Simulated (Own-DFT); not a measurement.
# How HSE06 shifts the pressure of alpha-quartz SiO2, 70 atoms (O46Si24), with two O vacancies

Calculated, not measured. Each geometry was run twice at fixed positions with Own-DFT, a retired in-house plane-wave program that no person has reviewed: with PBE, and with HSE06 (exact exchange share 0.25 at short range, screening 0.11 per bohr, Gygi-Baldereschi treatment of its divergence). Both used PseudoDojo norm-conserving files made for PBE, a cutoff of 48 hartree, the Gamma point alone, fixed occupations, a neutral cell and no spin. One k point on a cell 8.5 Å thick isn't converged, and results move with the size of the cell. The oxygen file's force components were 24 meV/Å off all-electron values in a glass.

Unstrained cell vectors in Å: (9.827, 0.000, 0.000); (-4.913, 8.510, 0.000); (0.000, 0.000, 10.810), volume V0 = 904.1 Å³, from measured lattice constants. Each geometry has its own random strain of a few per cent, its own defect sites and random moves of rms u per axis. HSE06 gave the energy alone. D is its energy less that of PBE, over the lowest D shown. The PBE stress wasn't checked against mesh or cutoff.

| run | V - V0 (Å³) | u (Å) | P with PBE (GPa) | D (eV) |
|---|---|---|---|---|
| 1 | -15.5 | 0.0316 | 10.80 | 0.725 |
| 2 | -13.3 | 0.0319 | 10.85 | 0.734 |
| 3 | -1.7 | 0.0329 | 7.57 | 0.966 |
| 4 | -13.5 | 0.0294 | 10.37 | 0.595 |
| 5 | -29.9 | 0.0292 | 14.34 | 0.255 |
| 6 | 20.3 | 0.0313 | 3.19 | 1.690 |
| 7 | 6.3 | 0.0292 | 5.86 | 1.250 |
| 8 | 3.0 | 0.0278 | 6.73 | 1.038 |
| 9 | 15.4 | 0.0296 | 4.00 | 1.571 |
| 10 | 6.4 | 0.0303 | 6.42 | 1.190 |
| 11 | -23.3 | 0.0296 | 11.67 | 0.543 |
| 12 | -36.1 | 0.0318 | 16.35 | 0.000 |
| 13 | -2.7 | 0.0291 | 8.05 | 0.907 |
| 14 | -31.9 | 0.0297 | 15.60 | ? |

## Analysis

D = 1.06 + 0.0278 (V - V0) eV, with an error of 0.0014 on the volume slope and a scatter of 0.08 eV. Pressure is -dE/dV, and 1 eV/Å³ is 160.2 GPa, so HSE06 changes the pressure by -4.4 ± 0.2 GPa. Turning this into a change of volume would need the relaxed stiffness: quartz yields by tilting its tetrahedra, which these fixed-ion runs don't allow.

## The run left out

The question: what D should run 14 give?

The fit gives 0.18 eV, with rows scattering by 0.08. DFT gave 0.197 eV.
